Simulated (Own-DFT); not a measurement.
## Calculated data, Si3N4 (beta silicon nitride, strained, atoms displaced)

A calculation, not a measurement: plane-wave PBE density functional theory by an unreviewed code, no spin, of a simulated periodic cell, stress positive in tension, free energy of the whole cell less one offset for each atom, forces on such cells moved up to 12 meV/angstrom on a denser k mesh; offsets are fitted by least squares, one for each functional and potential file, so energies compare only between cells with the same atoms and settings and are not formation energies; the far tail of each file's local potential was reset to the Coulomb form; each entry is a single point on an unrelaxed cell, so the pressure reflects the starting lattice, mostly measured values (interpolated for alloys), from which strain is counted, and rises with the displacements; printed positions are rounded, which can move forces by about a meV/angstrom; the program, named Own-DFT, is a retired in-house code; no spin-orbit coupling; before rounding, a Quantum ESPRESSO 7.3.1 run of the same cell and cutoff gave forces within 1 meV/angstrom rms on each cell, which checks the program and not the settings. Program: Own-DFT development build.

Settings shared by all entries: functional PBE; potential files PseudoDojo norm-conserving, scalar-relativistic, standard set; wave cutoff 42 hartree; occupations Fermi-Dirac; smearing width 0.1 eV; k mesh 2 x 2 x 4 centred on Gamma.

(1) 
```xyz
112
Lattice="14.9773 -0.0936 0.2597 -7.5697 13.0860 0.0072 0.0993 0.0605 5.8108" Properties=species:S:1:pos:R:3:force_x:R:1:force_y:R:1:force_z:R:1 formula=Si3N4 free_energy_of_cell_above_offsets=-4.402 pressure=15.87 stress_xx=-19.43 stress_yy=-14.36 stress_zz=-13.81 stress_yz=3.46 stress_xz=5.47 stress_xy=-2.43
Si    -1.5122     5.0579     0.7414      -1.85     -1.891      -1.23
Si     0.2391     2.6408     0.7193     -0.593     -2.094       3.78
Si     1.2248     5.3637     0.7778      5.172      1.073      1.244
Si     5.4056     1.5429     2.3567     -2.309     -0.524     -0.283
Si     3.5073     3.9212     2.3527      2.795     -3.656     -5.522
Si     2.4444     1.1552     2.1829      0.342     -0.413      0.047
N      2.3707     0.1933     0.7269      -0.36      0.692      0.262
N      6.1282     2.0205     0.9222     -0.323     -0.995     -1.895
N      2.7949     4.3546     0.8559     -3.297      1.743      0.157
N      1.3166     6.3625     2.2913      0.098     -0.642     -3.472
N     -2.3310     4.5255     2.1646     -0.284      1.284      0.362
N      1.0576     2.0916     2.2893     -1.769      1.854     -1.475
N      0.0162     4.2896     0.8350     -1.853      0.617     -0.474
N      3.7840     2.1626     2.2218      0.865      1.145      0.732
Si    -1.6004     5.0390     3.6518      1.415      0.092     -1.248
Si     0.2783     2.7674     3.7160     -0.108     -2.817     -1.821
Si     1.4080     5.4741     3.6382     -0.684     -2.493      2.997
Si     5.4557     1.5428     5.2708     -1.894     -0.836     -1.512
Si     3.5851     3.9679     5.1908     -2.799     -3.157     -0.412
Si     2.3632     1.1596     5.0606      4.403      1.288      2.531
N      2.4683     0.2623     3.6979     -0.406     -1.151     -2.267
N      6.2406     2.0202     3.7182     -2.279     -1.399      2.353
N      2.7945     4.4282     3.6345     -3.314      1.675      6.111
N      1.5127     6.3112     5.1531     -0.483      1.056       0.01
N     -2.3241     4.6043     5.0537     -0.052      0.817      3.063
N      1.0657     2.1765     5.1421     -0.508      1.076     -1.616
N     -0.0300     4.3816     3.6818      2.116      2.446      0.127
N      3.8515     2.2381     5.1641     -1.393     -0.606     -0.373
Si    -5.3892    11.6091     0.7218      1.006     -1.849     -0.575
Si    -3.5921     9.1743     0.7816      1.078       1.56     -1.276
Si    -2.3258    11.8713     0.9155     -3.477      1.985     -1.961
Si     1.6056     8.0125     2.3052     -0.655      1.598       0.65
Si    -0.1864    10.3454     2.3380     -2.122     -0.301     -0.463
Si    -1.4847     7.5798     2.2804       2.77      4.248     -4.055
N     -1.3918     6.7393     0.7386     -0.233      -1.02       1.37
N      2.4211     8.4537     0.8372     -2.318     -0.982      0.878
N     -1.0348    10.8811     0.7830      1.182     -0.758      4.129
N     -2.3334    12.8965     2.3627      0.154      0.576     -3.079
N     -6.1102    11.1521     2.2162     -0.851      0.061      -0.27
N     -2.7408     8.7588     2.1696      0.149     -1.469      2.078
N     -3.7667    10.8630     0.7330     -0.534      1.069      0.706
N      0.0306     8.6567     2.3669       -1.8     -0.406     -1.136
Si    -5.2992    11.6805     3.6255      -0.76     -2.462      2.074
Si    -3.5807     9.1631     3.6582      6.549      4.149      1.149
Si    -2.4465    11.9823     3.7215      2.504     -2.086      1.553
Si     1.6750     8.0779     5.2300     -2.321     -0.783     -0.224
Si    -0.2079    10.4512     5.2347      1.611     -1.789     -3.519
Si    -1.3302     7.7065     5.1094      1.047      -0.42     -0.251
N     -1.3579     6.7577     3.6360     -0.934     -2.502      3.196
N      2.4018     8.4995     3.7892     -0.569     -1.082     -1.671
N     -1.0035    10.8917     3.7398     -0.846      0.486      0.481
N     -2.3849    12.8377     5.1441      1.267      2.865       3.47
N     -6.1861    11.1031     5.1443      3.199      1.891     -1.156
N     -2.6366     8.7079     5.1976     -3.229      0.845     -2.335
N     -3.7377    10.9386     3.6847     -1.338     -1.723      -0.32
N      0.0246     8.6623     5.1425      1.915      1.993       0.89
Si     5.7728     4.9996     0.8178      2.653     -0.896      1.246
Si     7.6889     2.6282     0.9182      1.087      1.654     -1.731
Si     8.8868     5.3347     0.9687     -5.578      0.151     -3.412
Si    12.7940     1.4538     2.5229      2.495     -0.358     -1.954
Si    11.0381     3.9123     2.4465     -0.578     -3.421     -1.256
Si     9.9597     1.0959     2.3525     -2.012      -0.97     -0.185
N      9.8917     0.2069     0.8569      -0.67     -3.215      2.516
N     13.6341     1.8795     0.9829      0.471      0.019      0.979
N     10.1626     4.4052     0.9374      4.956      -3.02      1.242
N      8.8878     6.2049     2.3256      1.191      4.511        3.2
N      5.0868     4.5838     2.3731     -1.523     -0.519     -3.201
N      8.5548     2.1409     2.2537      0.609     -0.101      2.737
N      7.4530     4.3633     0.8723     -0.452     -0.963      -0.15
N     11.2841     2.0752     2.3870     -1.001      4.473      0.188
Si     5.8682     4.9303     3.7400      1.808      3.184      2.208
Si     7.7468     2.6426     3.8385        1.4      1.715     -3.658
Si     8.9651     5.3908     3.7845     -4.196     -1.471      2.684
Si    12.9782     1.4809     5.3382     -3.032     -0.228       1.37
Si    11.0567     3.8973     5.3188      2.251     -3.827      3.026
Si     9.8942     1.0772     5.2645       2.15      1.845     -2.894
N      9.9215     0.1340     3.7915     -0.489      0.015     -0.178
N     13.6788     1.9475     3.9250      1.364      0.478     -1.805
N     10.2758     4.3024     3.9690     -1.637      1.939     -4.216
N      8.8254     6.3425     5.3098      1.601     -2.568     -1.314
N      5.0466     4.6098     5.2115      3.286      1.496     -0.378
N      8.5281     2.1219     5.1786      0.599     -0.041      2.833
N      7.4089     4.3420     3.7399      4.733     -0.061      0.678
N     11.3634     2.1534     5.2594     -1.885      0.759      0.506
Si     2.0864    11.5198     0.8881      1.944      0.946     -0.746
Si     3.8894     9.1715     0.8887      3.606      1.338      1.491
Si     5.1047    11.8479     0.9106      0.119      2.996     -0.256
Si     9.1989     7.9942     2.4060     -5.949     -1.591      4.784
Si     7.2756    10.4080     2.4207     -1.489     -0.592      0.563
Si     6.2545     7.6028     2.4449     -4.318     -0.125     -3.519
N      6.0757     6.6476     0.8018      -0.29      1.219      3.701
N      9.8353     8.4190     1.0716      1.932      0.482     -6.818
N      6.4220    10.8194     0.8837      0.698     -0.157       3.59
N      5.0634    12.8408     2.3488       0.77     -0.744      0.988
N      1.2971    11.0875     2.3525      0.931      0.328     -1.433
N      4.7791     8.6865     2.4165      0.584     -1.048     -2.849
N      3.7839    10.9020     0.9183     -4.134     -2.013     -0.189
N      7.4716     8.6501     2.4007      4.462      2.066      0.127
Si     2.1910    11.4574     3.7482     -4.613      4.255      0.683
Si     3.9548     9.1143     3.7987      0.141      2.804     -0.818
Si     5.1304    11.9426     3.8758     -3.059     -1.513     -2.897
Si     9.1224     7.9351     5.3201     -0.732      3.563      1.285
Si     7.2950    10.2585     5.3814     -0.731      3.495     -2.719
Si     6.1151     7.6860     5.2960       0.43      0.207     -2.169
N      6.1664     6.7386     3.8166     -0.607     -2.408      1.969
N      9.9252     8.5411     3.8986     -4.713     -3.518     -0.135
N      6.4521    10.9440     3.9224      2.473     -2.307     -0.956
N      5.1238    12.8742     5.2093      0.526       0.73      3.534
N      1.4144    11.1087     5.2163     -1.617     -0.657      1.659
N      4.7292     8.7421     5.2223      1.947     -1.128      1.536
N      3.5832    10.8379     3.7744      9.266     -2.266      0.306
N      7.5587     8.6737     5.3360     -0.269     -2.817     -0.302
```

Units: free_energy_of_cell_above_offsets in eV; pressure, stress_xx, stress_yy, stress_zz, stress_yz, stress_xz, stress_xy in GPa; force_x, force_y, force_z in eV/Å.

(2) 
```xyz
112
Lattice="15.3595 -0.1293 0.2566 -7.7918 13.1518 0.0880 0.0981 0.0955 5.9261" Properties=species:S:1:pos:R:3:force_x:R:1:force_y:R:1:force_z:R:1 formula=Si3N4 free_energy_of_cell_above_offsets=-7.689 pressure=2.87 stress_xx=-1.4 stress_yy=-8.89 stress_zz=1.68 stress_yz=7.14 stress_xz=5.01 stress_xy=-2.62
Si    -1.6711     5.0085     0.8785      1.262     -0.155     -3.353
Si     0.1906     2.6979     0.8345      0.601     -0.242      -2.85
Si     1.2953     5.5051     0.7570      1.629     -4.647      5.801
Si     5.5051     1.4860     2.3206     -1.582      2.078       1.28
Si     3.6307     3.8829     2.2928     -1.792      1.086      0.441
Si     2.4079     1.1771     2.2938      2.203     -1.628     -1.564
N      2.4458     0.2060     0.7588     -0.546     -0.163      0.979
N      6.3650     1.9868     0.8882     -4.901     -2.876     -0.735
N      2.7722     4.3566     0.7979      -1.25      0.991      1.611
N      1.3503     6.3688     2.3739      0.015     -0.263     -1.254
N     -2.3901     4.6032     2.3155     -2.259      -0.48      0.901
N      1.0439     2.1615     2.1859     -1.307      0.738      2.105
N     -0.0671     4.3706     0.7241      0.164      0.719      1.338
N      3.8310     2.1996     2.3116      1.322     -0.916     -0.104
Si    -1.6017     5.1030     3.8043      1.776     -0.498     -0.529
Si     0.2366     2.6817     3.7160       3.15      0.067      0.234
Si     1.3569     5.3327     3.7428      1.762      2.639      2.142
Si     5.5306     1.5541     5.3345     -1.413      1.533     -0.432
Si     3.6575     3.9266     5.2582     -2.121     -0.736      1.478
Si     2.3984     1.2468     5.2499      4.555     -2.815     -0.766
N      2.5039     0.2023     3.7155      -0.37      4.291      1.052
N      6.3308     1.9676     3.8411      0.477      0.157     -0.726
N      2.7559     4.3902     3.9011      1.381     -0.155       -3.1
N      1.3972     6.3914     5.3536      0.144       3.25     -6.145
N     -2.3943     4.7187     5.2302     -1.443     -0.952      1.699
N      1.1871     2.3062     5.1697     -4.649      1.221      0.777
N      0.0590     4.3395     3.8901     -3.294      1.072      -1.28
N      3.8788     2.2332     5.2514      1.001     -0.938      0.146
Si    -5.5238    11.5880     0.8558      0.048       0.69      -0.08
Si    -3.5822     9.1489     0.8754     -3.798      4.035     -1.869
Si    -2.5523    11.9821     0.8731      1.043     -0.283       1.46
Si     1.6287     8.1049     2.4555     -2.467      -0.91     -1.716
Si    -0.2582    10.4351     2.4248      0.675      1.508     -2.077
Si    -1.4202     7.7096     2.2453      1.106      0.097      0.618
N     -1.4188     6.7269     0.7026     -0.749     -2.198      6.688
N      2.3731     8.4592     0.9222      0.642       0.18     -0.296
N     -1.0757    10.9388     0.9095     -1.253      0.783      0.491
N     -2.4903    12.9854     2.4012      0.536     -2.103      -0.81
N     -6.3198    11.2542     2.3865     -1.628     -1.397     -2.252
N     -2.8279     8.7863     2.2695       2.55     -2.454      2.211
N     -3.8780    10.9486     0.8951     -0.645     -1.539     -0.319
N     -0.0610     8.7728     2.2991      1.223     -1.426      0.613
Si    -5.5025    11.7414     3.7876      0.606     -2.976      0.048
Si    -3.5173     9.1903     3.8012     -3.331      3.412     -0.321
Si    -2.4452    12.0181     3.8418     -2.168     -0.249      0.979
Si     1.6273     8.1440     5.3102     -1.092     -2.352      4.223
Si    -0.2336    10.5389     5.3534      1.223     -1.289      1.317
Si    -1.3827     7.6924     5.3371      1.613      4.685      -5.88
N     -1.3467     6.8214     3.7764     -0.974      0.088     -0.268
N      2.3708     8.4796     3.9362      4.266      1.914     -3.301
N     -1.0543    10.9267     3.8736     -0.608      0.958      0.348
N     -2.4651    13.0288     5.3854       0.78     -1.442     -1.333
N     -6.3011    11.3328     5.2371     -0.057      -1.03      2.108
N     -2.8006     8.8343     5.3138      2.219     -2.314     -0.933
N     -3.9308    10.9787     3.7991      3.113     -0.598      0.347
N      0.1084     8.7933     5.3611     -4.185      0.783     -0.392
Si     6.0189     5.0406     0.8926     -0.091     -2.566      0.455
Si     7.8665     2.4906     0.9704      4.365      2.158     -1.552
Si     8.9809     5.3243     0.9967      0.832      -0.86      0.695
Si    13.1350     1.4992     2.4662     -1.349     -2.677      1.153
Si    11.2356     3.8462     2.4624      1.376     -1.262     -1.935
Si    10.0878     1.1508     2.4195      1.462     -4.535     -0.378
N     10.0533     0.1553     0.8296      0.081      1.285      2.607
N     13.9203     1.9028     1.0383      0.944     -0.099     -2.313
N     10.4601     4.2250     0.8596     -1.412      1.949      3.679
N      9.0593     6.3348     2.5332      0.057     -0.869     -1.942
N      5.1693     4.6459     2.3758      1.834      0.736      1.116
N      8.7721     2.1139     2.4502     -2.584      1.064     -1.747
N      7.6555     4.1953     0.9467     -0.661      2.498      0.209
N     11.4656     2.0628     2.4058      2.766      2.502      0.291
Si     6.1306     5.0613     3.9064     -1.357     -1.503     -0.138
Si     7.9488     2.6193     3.8570     -0.728      0.357      1.096
Si     9.0925     5.3778     3.9448      0.733      0.355       1.25
Si    13.3307     1.4208     5.3864     -2.982      1.892      1.721
Si    11.3974     3.7376     5.4760     -0.024       4.04     -2.656
Si    10.0867     1.1766     5.3617      3.924     -2.649     -2.103
N     10.1447     0.1405     3.8690     -0.395      1.367      0.118
N     14.0558     1.9623     3.9542     -2.297     -1.313     -1.117
N     10.4603     4.2996     3.8429      0.087      0.969      3.146
N      8.9829     6.3794     5.5029      1.211     -1.267     -1.524
N      5.1659     4.5778     5.4330      4.826       2.37      -1.62
N      8.8195     2.1451     5.2807     -4.091      2.224      1.738
N      7.7646     4.3369     3.9196     -2.342      0.195     -0.031
N     11.5268     2.1564     5.3689      2.855     -3.857     -0.271
Si     2.2147    11.6399     0.9597     -0.652     -2.129     -0.407
Si     3.9320     9.1668     0.9007      1.878      0.432      0.939
Si     5.1312    11.9768     1.0171      1.856     -1.887      1.554
Si     9.2742     8.0529     2.5347     -1.271      0.493     -0.411
Si     7.3585    10.3318     2.5352      0.408      5.342      -0.69
Si     6.1781     7.6612     2.4515      2.664      0.311     -0.853
N      6.2659     6.7385     0.8805     -0.371     -2.073      4.553
N     10.0930     8.5026     1.0838     -0.041     -1.066     -1.521
N      6.5505    10.9352     1.0270      1.419     -1.449     -0.158
N      5.2616    12.7883     2.5642     -0.551      3.815     -1.358
N      1.3485    11.1855     2.3682     -0.674     -0.723      2.564
N      4.8851     8.6984     2.4514      -2.88      0.646      -0.91
N      3.8051    10.8941     0.9984     -1.544      0.168     -0.266
N      7.6244     8.7396     2.5132      0.661     -4.255     -0.438
Si     2.1164    11.5904     3.9837      2.547      0.101     -2.546
Si     4.0755     9.1641     3.9453     -0.548      1.546     -0.556
Si     5.2104    11.9318     4.0269      0.569     -1.083     -0.459
Si     9.3851     8.0450     5.4732      -0.85      1.476      0.371
Si     7.5452    10.3483     5.4972     -2.288      4.736     -0.278
Si     6.3697     7.6639     5.4486      -1.04       3.39     -4.153
N      6.2779     6.7928     3.9182     -0.127     -1.367       0.75
N     10.1516     8.4733     3.9446      0.939      -0.63      1.822
N      6.6683    11.0011     3.9607      0.186     -1.282      2.128
N      5.2741    12.9218     5.4599     -0.011      0.094      0.045
N      1.3994    11.1848     5.4377     -0.667     -0.208      0.638
N      4.9345     8.7806     5.3899      0.115     -1.272      0.576
N      3.8266    10.9192     3.9767      -1.69     -1.097       0.11
N      7.7146     8.7170     5.4236      1.718     -1.483      0.261
```

Units: free_energy_of_cell_above_offsets in eV; pressure, stress_xx, stress_yy, stress_zz, stress_yz, stress_xz, stress_xy in GPa; force_x, force_y, force_z in eV/Å.
